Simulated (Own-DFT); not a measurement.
# Response to strain: C40 NbSi2, 36 atoms (Nb12Si24)

Calculated results; nothing here was measured. The program, named Own-DFT, is a retired in-house plane-wave density functional code that no person has reviewed. Each row is one single-point run on a periodic cell that was not relaxed, without spin or spin-orbit coupling.

Settings of every run: PBE; PseudoDojo norm-conserving scalar-relativistic files; cutoff 42 hartree; 4 x 4 x 5 k mesh centred on Gamma; cold (Marzari-Vanderbilt) smearing of 0.2 eV.

Known limits: forces on such cells failed a check on a denser k mesh; stress not checked against mesh or cutoff.

Unstrained cell vectors in Å: (0.000, 8.324, 0.000); (-9.613, 0.000, 0.000); (0.000, 0.000, 6.586). The unstrained cell was taken from the Materials Project. The random moves and any unrelaxed bonds add to the pressure at no strain. Each run strains this cell uniformly, with the atoms carried along. Every atom was also moved at random, by a Gaussian of width 0.05 Å on each axis. Strain is the symmetric tensor, in per cent. Stress is positive in tension, and the pressure is minus a third of its trace.

```
run  e_xx (%)  e_yy (%)  e_zz (%)  e_yz (%)  e_xz (%)  e_xy (%)  s_xx (GPa)  s_yy (GPa)  s_zz (GPa)  s_yz (GPa)  s_xz (GPa)  s_xy (GPa)  P (GPa)  E (meV/atom)
  1      0.20      1.36      1.29      1.45     -0.96      0.26       -0.02        4.18        2.33        3.89       -2.50        1.02    -2.16           2.1
  2     -0.91      0.21     -0.41     -0.86      0.51     -0.38       -5.84       -2.57       -6.49       -3.21        1.40       -0.68     4.96           2.9
  3      1.28     -1.42      0.01      0.94     -1.73      0.89        1.07       -6.18       -3.73        2.63       -5.33        2.85     2.95           0.0
  4     -1.30      1.81     -0.49      1.95     -1.72      0.35       -5.94        2.49       -6.41        6.25       -5.12        0.78     3.28          16.0
  5      1.67      0.17      0.34     -0.94      0.24     -1.41        3.29       -0.53       -0.79       -2.11        1.00       -4.16    -0.66           5.8
  6      0.11     -0.03     -0.74     -1.12      0.16     -0.79       -3.08       -2.37       -7.40       -3.26        0.69       -2.33     4.28           3.8
  7      1.92      1.66     -0.26      1.69     -1.39     -1.14        4.63        4.34       -2.28        4.52       -4.43       -2.60    -2.23           8.1
  8     -1.62     -0.13     -1.87      0.80      0.66     -0.17      -10.77       -5.73      -14.20        2.62        2.53       -0.73    10.23          17.6
  9      0.01     -1.00      1.55     -1.84     -1.53     -0.70       -2.40       -4.26        1.39       -5.28       -4.63       -1.92     1.76          13.7
 10      0.47     -1.08      0.04      1.44     -0.12      1.52       -1.91       -6.59       -4.37        4.70       -0.52        4.76     4.29          18.4
 11     -0.16      1.29      1.51     -0.74     -1.79     -0.94       -1.17        2.87        3.39       -2.28       -5.25       -2.25    -1.70          10.5
 12      0.63      1.41      0.62     -0.21      0.91      1.70        0.78        3.46        0.99       -0.54        2.67        5.15    -1.75           0.5
 13      0.09     -0.29      1.94     -1.70      0.64     -0.74       -0.97       -1.74        4.19       -4.98        2.07       -2.22    -0.49           4.2
 14      1.24      0.72     -0.36     -0.76     -0.17     -1.89        1.35        0.71       -4.17       -2.51       -0.26       -5.72     0.70          12.3
 15      0.81     -1.85      0.75      0.07      1.09      0.04       -0.63       -8.15       -0.78        0.75        2.33        0.81     3.18           4.4
 16     -0.54      0.06     -0.39      0.98     -0.21      0.94           ?           ?           ?           ?           ?           ?        ?             ?
```

E is the free energy for each atom above the lowest run shown.

## Worked fit

Each stress component was fitted by least squares to a constant and the strains of the runs shown, as fractions, with shears doubled. Shear strains stay in the fit of a normal stress only where such slopes are resolved. The slopes, in GPa:

| stress | at no strain | per e_xx | per e_yy | per e_zz | scatter |
|---|---|---|---|---|---|
| s_xx | -2.8 | 343 ± 9 | 71 ± 8 | 91 ± 9 | 0.33 |
| s_yy | -2.4 | 68 ± 12 | 354 ± 10 | 86 ± 12 | 0.43 |
| s_zz | -4.1 | 105 ± 10 | 71 ± 9 | 438 ± 10 | 0.37 |

Each shear stress against twice its own strain: yz 151 ± 8, xz 148 ± 6, xy 145 ± 7 GPa. These are stiffnesses along x, y and z of the frame in which the cell vectors are given, which need not be the crystal's axes. The atoms are held to the strained lattice; where symmetry lets them move under strain, relaxing them would lower some slopes. The table should be nearly symmetric about its diagonal, and what it lacks of that shows the noise. A ninth of its sum, 181 ± 5 GPa, estimates the bulk modulus near the mean pressure of these runs, 1.8 GPa, so it lies above the value at zero pressure.

## Withheld run

Question: what normal stresses and pressure should run 16 give?

The fit gives s_xx = -5.0, s_yy = -2.9, s_zz = -6.4 and P = 4.8 GPa. The calculation gave -5.09, -2.04, -6.08 and P = 4.41 GPa.
